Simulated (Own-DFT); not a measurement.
# Strain and stress in wurtzite GaN, 72 atoms (Ga36N36)

These are calculations, not measurements. They come from Own-DFT, an in-house plane-wave density functional program, since retired, whose code no person has reviewed. Each row is one single-point run on a periodic cell that was not relaxed, without spin or spin-orbit coupling.

Settings of every run: PBE; PseudoDojo norm-conserving scalar-relativistic files (stringent for Ga); cutoff 96 hartree; 4 x 4 x 3 k mesh centred on Gamma; Gaussian smearing of 0.01 eV.

Known limits: forces not confirmed at this smearing and k mesh; stress not checked against mesh or cutoff.

Unstrained cell vectors in Å: (9.567, 0.000, 0.000); (-4.784, 8.285, 0.000); (0.000, 0.000, 10.370). The unstrained cell has measured lattice constants (interpolated for alloys), not those of this functional. That, the random moves and any unrelaxed bonds set the pressure at no strain. Each run strains this cell uniformly, with the atoms carried along. Every atom was also moved at random, by a Gaussian of width 0.05 Å on each axis. Strain is the symmetric tensor, in per cent. Stress is positive in tension, and the pressure is minus a third of its trace.

| run | e_xx (%) | e_yy (%) | e_zz (%) | e_yz (%) | e_xz (%) | e_xy (%) | s_xx (GPa) | s_yy (GPa) | s_zz (GPa) | s_yz (GPa) | s_xz (GPa) | s_xy (GPa) | P (GPa) | E (meV/atom) |
|---|---|---|---|---|---|---|---|---|---|---|---|---|---|---|
| 1 | 1.94 | -1.13 | -0.95 | -0.70 | -1.10 | -0.07 | -0.40 | -11.60 | -10.21 | -1.71 | -1.64 | -0.35 | 7.40 | 15.9 |
| 2 | -0.64 | 1.87 | 1.81 | -0.21 | 0.70 | -0.71 | -6.80 | 1.84 | 0.32 | -0.66 | 1.44 | -2.26 | 1.55 | 4.6 |
| 3 | 0.34 | 0.28 | 1.76 | -1.98 | -1.21 | 1.65 | -3.18 | -3.93 | -0.35 | -3.60 | -2.35 | 5.48 | 2.49 | 7.9 |
| 4 | 0.01 | 0.58 | 0.38 | 1.20 | -1.60 | -1.29 | -6.06 | -4.84 | -4.81 | 2.75 | -2.49 | -4.00 | 5.24 | 8.4 |
| 5 | -1.61 | 1.45 | -0.47 | 0.44 | 0.95 | -0.66 | -13.16 | -2.48 | -8.60 | 0.34 | 1.30 | -1.42 | 8.08 | 16.4 |
| 6 | -1.64 | 0.43 | 0.20 | 1.55 | 0.39 | -0.22 | -13.51 | -7.22 | -5.69 | 3.07 | 1.46 | -1.23 | 8.81 | 10.9 |
| 7 | -1.04 | 1.85 | -1.96 | 0.62 | 1.42 | -0.98 | -11.65 | -1.43 | -18.98 | 2.19 | 2.54 | -2.81 | 10.69 | 51.1 |
| 8 | -0.16 | 0.03 | -0.64 | -0.66 | 1.64 | -1.89 | -8.15 | -8.22 | -10.55 | -1.40 | 3.68 | -6.11 | 8.97 | 23.5 |
| 9 | 1.23 | -0.85 | -1.42 | 1.11 | 0.08 | 1.08 | -5.12 | -8.26 | -16.41 | 1.88 | 1.27 | 2.74 | 9.93 | 39.6 |
| 10 | 1.33 | 1.24 | 1.86 | -1.16 | 1.92 | 0.96 | 1.08 | -0.98 | 2.39 | -2.41 | 4.05 | 2.95 | -0.83 | 4.9 |
| 11 | 1.34 | 1.94 | -0.20 | -1.78 | -1.64 | 1.33 | -1.74 | 1.95 | -6.15 | -3.06 | -4.89 | 3.73 | 1.98 | 23.9 |
| 12 | -1.86 | -0.90 | -0.65 | 0.75 | 0.71 | -0.79 | -17.04 | -12.95 | -12.56 | 1.68 | 2.36 | -2.99 | 14.18 | 30.7 |
| 13 | 0.17 | 0.29 | 1.02 | 1.14 | 0.05 | -0.69 | -4.91 | -5.65 | -1.45 | 2.27 | 0.28 | -0.76 | 4.00 | 0.0 |
| 14 | -1.46 | -1.72 | -0.49 | -1.29 | -0.63 | 1.03 | -18.76 | -15.38 | -13.15 | -3.29 | -2.59 | 4.62 | 15.77 | 52.6 |
| 15 | 1.18 | -0.11 | -1.24 | -1.57 | -1.46 | 0.85 | ? | ? | ? | ? | ? | ? | ? | ? |

E is the free energy for each atom above the lowest run shown.

## Worked fit

Each stress component was fitted by least squares to a constant and the strains of the runs shown, as fractions, with shears doubled. Shear strains stay in the fit of a normal stress only where such slopes are resolved. The slopes, in GPa:

| stress | at no strain | per e_xx | per e_yy | per e_zz | scatter |
|---|---|---|---|---|---|
| s_xx | -7.6 | 433 ± 26 | 114 ± 28 | 105 ± 28 | 1.16 |
| s_yy | -7.1 | 83 ± 21 | 410 ± 23 | 46 ± 23 | 0.95 |
| s_zz | -7.8 | 59 ± 35 | 55 ± 38 | 490 ± 38 | 1.58 |

Each shear stress against twice its own strain: yz 100 ± 7, xz 109 ± 8, xy 154 ± 14 GPa. These are stiffnesses along x, y and z of the frame in which the cell vectors are given, which need not be the crystal's axes. The atoms are held to the strained lattice; where symmetry lets them move under strain, relaxing them would lower some slopes. The table should be nearly symmetric about its diagonal, and what it lacks of that shows the noise. A ninth of its sum, 200 ± 7 GPa, estimates the bulk modulus near the mean pressure of these runs, 7.0 GPa, so it lies above the value at zero pressure.

## Withheld run

Question: what normal stresses and pressure should run 15 give?

The fit gives s_xx = -4.0, s_yy = -7.2, s_zz = -13.2 and P = 8.1 GPa. The calculation gave -2.34, -6.65, -14.29 and P = 7.76 GPa.
